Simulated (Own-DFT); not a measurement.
# What a defect does to the pressure of its cell: zincblende GaAs

Source: density functional calculations with Own-DFT, an unreviewed in-house program that is no longer used. Nothing was measured or relaxed, and spin and spin-orbit coupling are left out.

Common settings: PBE; PseudoDojo norm-conserving scalar-relativistic files; cutoff 42 hartree; 3 x 3 x 3 k mesh centred on Gamma; Fermi-Dirac smearing of 0.1 eV.

Limits (not all hold for every row): not probed for a lower state with spin; forces not confirmed at this smearing and k mesh; stress not checked against mesh or cutoff.

All runs share one cell, with vectors in Å (11.737, 0.000, 0.000); (0.000, 11.737, 0.000); (0.000, 0.000, 10.833) and a volume of 1492.4 Å³, strained against the parent crystal. u is the rms random offset of the atoms per axis. The defect's site can differ from row to row.

```
cell,formula,u (Å),P (GPa)
no defect,As32Ga32,0.0310,1.26
no defect,As32Ga32,0.0321,1.27
no defect,As32Ga32,0.0500,1.49
one In on a Ga site,As32Ga31In,0.0474,2.10
one In on a Ga site,As32Ga31In,0.0501,2.19
one In on a Ga site,As32Ga31In,0.0547,2.28
one P on an As site,As31Ga32P,0.0280,1.00
one P on an As site,As31Ga32P,0.0300,1.03
one P on an As site,As31Ga32P,0.0315,?
one P on an As site,As31Ga32P,0.0317,1.06
one Al on a Ga site,AlAs32Ga31,0.0299,1.23
one Al on a Ga site,AlAs32Ga31,0.0314,1.25
one Al on a Ga site,AlAs32Ga31,0.0472,1.49
one As vacancy and one Ga vacancy,As31Ga31,0.0308,0.96
one As vacancy and one Ga vacancy,As31Ga31,0.0470,1.08
one As vacancy and one Ga vacancy,As31Ga31,0.0488,1.29
```

## Worked fit

P = P0 + c u² + a shift for each defect gives P0 = 1.08 GPa, c = 176 ± 23 GPa/Å² and a scatter of 0.05 GPa. The shifts, and each times the cell's volume:

- one In on a Ga site: 0.66 ± 0.05 GPa, 6.1 eV
- one Al on a Ga site: 0.01 ± 0.04 GPa, 0.1 eV (not resolved)
- one P on an As site: -0.21 ± 0.04 GPa, -1.9 eV
- one As vacancy and one Ga vacancy: -0.29 ± 0.04 GPa, -2.7 eV

Against the defect-free cell, a freed cell would be larger where the shift is positive and smaller where it is negative (160.2 GPa Å³ is 1 eV). The atoms around the defects weren't relaxed, which would change these numbers.

## Check

Question: what pressure belongs in the blank (one P on an As site, u = 0.0315 Å)?

From the fit: 1.04 ± 0.05 GPa. The run itself gave 1.04 GPa.
